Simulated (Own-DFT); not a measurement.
# A layer strained by its substrate: wurtzite AlGaN with randomly placed atoms, 128 atoms (Al48Ga16N64)

Source: density functional calculations with Own-DFT, an unreviewed in-house program that is no longer used. Nothing was measured or relaxed, and spin and spin-orbit coupling are left out.

All runs used: PBE; PseudoDojo norm-conserving scalar-relativistic files (stringent for Ga); cutoff 96 hartree; 3 x 3 x 3 k mesh centred on Gamma; Gaussian smearing of 0.01 eV.

Limits: k mesh not checked against a denser one; stress not checked against mesh or cutoff.

Unstrained cell vectors in Å: (12.525, 0.000, 0.000); (-6.263, 10.847, 0.000); (0.000, 0.000, 10.066). The unstrained cell has measured lattice constants (interpolated for alloys), not those of this functional. That, the random moves and any unrelaxed bonds set the pressure at no strain. Each run strains x and y alike by e, as a substrate would, and holds the height along z. Random moves of width 0.05 Å per axis were added to every atom. The random placing of the alloy's atoms differs from row to row. Stress is positive in tension.

| e (%) | u (Å) | (s_xx + s_yy)/2 (GPa) | s_zz (GPa) |
|---|---|---|---|
| -2.00 | 0.049 | -20.29 | -8.08 |
| -1.25 | 0.050 | -13.67 | -9.39 |
| -0.75 | 0.048 | -11.02 | -6.24 |
| -0.50 | 0.049 | -9.25 | -7.50 |
| -0.25 | 0.050 | -8.22 | -5.77 |
| 0.25 | 0.048 | ? | ? |
| 1.25 | 0.050 | 0.61 | -4.09 |
| 2.00 | 0.051 | 3.75 | -3.18 |
| 2.50 | 0.047 | 6.41 | -2.25 |
| 3.00 | 0.049 | 8.46 | -1.65 |

## Analysis

With e as a fraction, the in-plane stress is -6.3 + 600 e - 3766 e² GPa (errors 12 and 693, scatter 0.44), and s_zz is -6.0 + 146 e GPa (slope ± 17, scatter 0.83). At e = 0 the first slope is C11 + C12 and the second 2 C13, both with the ions held to the strained lattice and at the cell's own pressure. The term in e² is negative: the layer stiffens under compression and softens under tension. A free layer would change its height as e changes, and the in-plane slope would drop by 2 C13²/C33 to the biaxial modulus. At fixed height, a misfit of 1 % moves the in-plane stress by about 6.0 GPa and s_zz by 1.5 GPa.

## Prediction

Asked: what are the two stresses at e = 0.25 %?

The fit gives -4.9 and -5.6 GPa. The hidden result is -4.22 and -6.62 GPa.
